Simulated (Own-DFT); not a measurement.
# Point defects and the pressure they add: zincblende GaAs

Calculated, not measured: single-point runs of Own-DFT, a retired in-house plane-wave DFT program that no person has reviewed, on unrelaxed cells, without spin or spin-orbit coupling.

Settings: PBE; PseudoDojo norm-conserving scalar-relativistic files; cutoff 42 hartree; 3 x 3 x 3 k mesh centred on Gamma; Fermi-Dirac smearing of 0.1 eV.

Limits (not all hold for every row): not probed for a lower state with spin; forces on such cells failed a check on a denser k mesh; forces not confirmed at this smearing and k mesh; forces on such cells passed a denser k mesh, each cell not checked; stress not checked against mesh or cutoff.

All runs share one cell, with vectors in Å (11.307, 0.000, 0.000); (0.000, 11.307, 0.000); (0.000, 0.000, 11.307) and a volume of 1445.4 Å³. u is the rms random offset of the atoms per axis. The defect's site can differ from row to row.

| cell | formula | u (Å) | P (GPa) |
|---|---|---|---|
| no defect | As32Ga32 | 0.0206 | 3.51 |
| no defect | As32Ga32 | 0.0496 | 3.97 |
| no defect | As32Ga32 | 0.0524 | 3.89 |
| one In on a Ga site | As32Ga31In | 0.0289 | ? |
| one In on a Ga site | As32Ga31In | 0.0309 | 4.25 |
| one In on a Ga site | As32Ga31In | 0.0490 | 4.58 |
| one In on a Ga site | As32Ga31In | 0.0497 | 4.69 |
| one As on a Ga site | As33Ga31 | 0.0311 | 4.29 |
| one As on a Ga site | As33Ga31 | 0.0484 | 4.46 |
| one As on a Ga site | As33Ga31 | 0.0499 | 4.65 |
| two As on a Ga site each | As34Ga30 | 0.0298 | 4.81 |
| two As on a Ga site each | As34Ga30 | 0.0315 | 4.76 |
| two As on a Ga site each | As34Ga30 | 0.0317 | 4.82 |
| two Ga vacancies | As32Ga30 | 0.0259 | 2.90 |
| two Ga vacancies | As32Ga30 | 0.0299 | 2.97 |
| two Ga vacancies | As32Ga30 | 0.0303 | 2.91 |

## What the rows give

P = P0 + c u² + a shift for each defect gives P0 = 3.41 GPa, c = 204 ± 27 GPa/Å² and a scatter of 0.07 GPa. The shifts, and each times the cell's volume:

- two As on a Ga site each: 1.19 ± 0.06 GPa, 10.8 eV (5.4 eV for each of its 2 sites)
- one In on a Ga site: 0.70 ± 0.05 GPa, 6.3 eV
- one As on a Ga site: 0.66 ± 0.05 GPa, 6.0 eV
- two Ga vacancies: -0.65 ± 0.06 GPa, -5.8 eV (-2.9 eV for each of its 2 sites)

A positive shift means that the defect pushes the cell outwards. Shift times volume (160.2 GPa Å³ is 1 eV) depends little on the cell's size, so, taken for each site, it can be compared between cells at like pressure. The atoms around the defects weren't relaxed, which would change these numbers.

## Withheld run

Asked: what pressure belongs in the blank (one In on a Ga site, u = 0.0289 Å)?

The fitted form gives 4.28 ± 0.08 GPa. The calculation gave 4.36 GPa.
